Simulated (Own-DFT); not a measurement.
# Which defects push the lattice out? L1_0 TiAl

Source: density functional calculations with Own-DFT, an unreviewed in-house program that is no longer used. Nothing was measured or relaxed, and spin and spin-orbit coupling are left out.

Method: PBE; PseudoDojo norm-conserving scalar-relativistic files; cutoff 42 hartree; 4 x 4 x 4 k mesh centred on Gamma; cold (Marzari-Vanderbilt) smearing of 0.2 eV.

Keep in mind: forces on such cells failed a check on a denser k mesh; stress not checked against mesh or cutoff.

All runs share one cell, with vectors in Å (5.622, 5.622, 0.000); (-5.622, 5.622, 0.000); (0.000, 0.000, 8.133) and a volume of 514.0 Å³. u is the rms random offset of the atoms per axis. The defect's site can differ from row to row.

| cell | formula | u (Å) | P (GPa) |
|---|---|---|---|
| no defect | Al16Ti16 | 0.0178 | 1.15 |
| no defect | Al16Ti16 | 0.0211 | 1.20 |
| no defect | Al16Ti16 | 0.0482 | 1.77 |
| one Ti vacancy | Al16Ti15 | 0.0291 | 0.61 |
| one Ti vacancy | Al16Ti15 | 0.0292 | 0.52 |
| one Ti vacancy | Al16Ti15 | 0.0308 | 0.63 |
| one Ti vacancy | Al16Ti15 | 0.0313 | ? |
| two Al vacancies | Al14Ti16 | 0.0284 | -0.60 |
| two Al vacancies | Al14Ti16 | 0.0333 | -0.72 |
| two Al vacancies | Al14Ti16 | 0.0448 | -0.30 |

## What the rows give

P = P0 + c u² + a shift for each defect gives P0 = 1.06 GPa, c = 307 ± 42 GPa/Å² and a scatter of 0.08 GPa. The shifts, and each times the cell's volume:

- one Ti vacancy: -0.74 ± 0.06 GPa, -2.4 eV
- two Al vacancies: -2.00 ± 0.06 GPa, -6.4 eV (-3.2 eV for each of its 2 sites)

A positive shift means that the defect pushes the cell outwards. Shift times volume (160.2 GPa Å³ is 1 eV) depends little on the cell's size, so, taken for each site, it can be compared between cells at like pressure. The atoms around the defects weren't relaxed, which would change these numbers.

## Check

Asked: what pressure belongs in the blank (one Ti vacancy, u = 0.0313 Å)?

From the fit: 0.62 ± 0.09 GPa. The hidden result is 0.63 GPa.
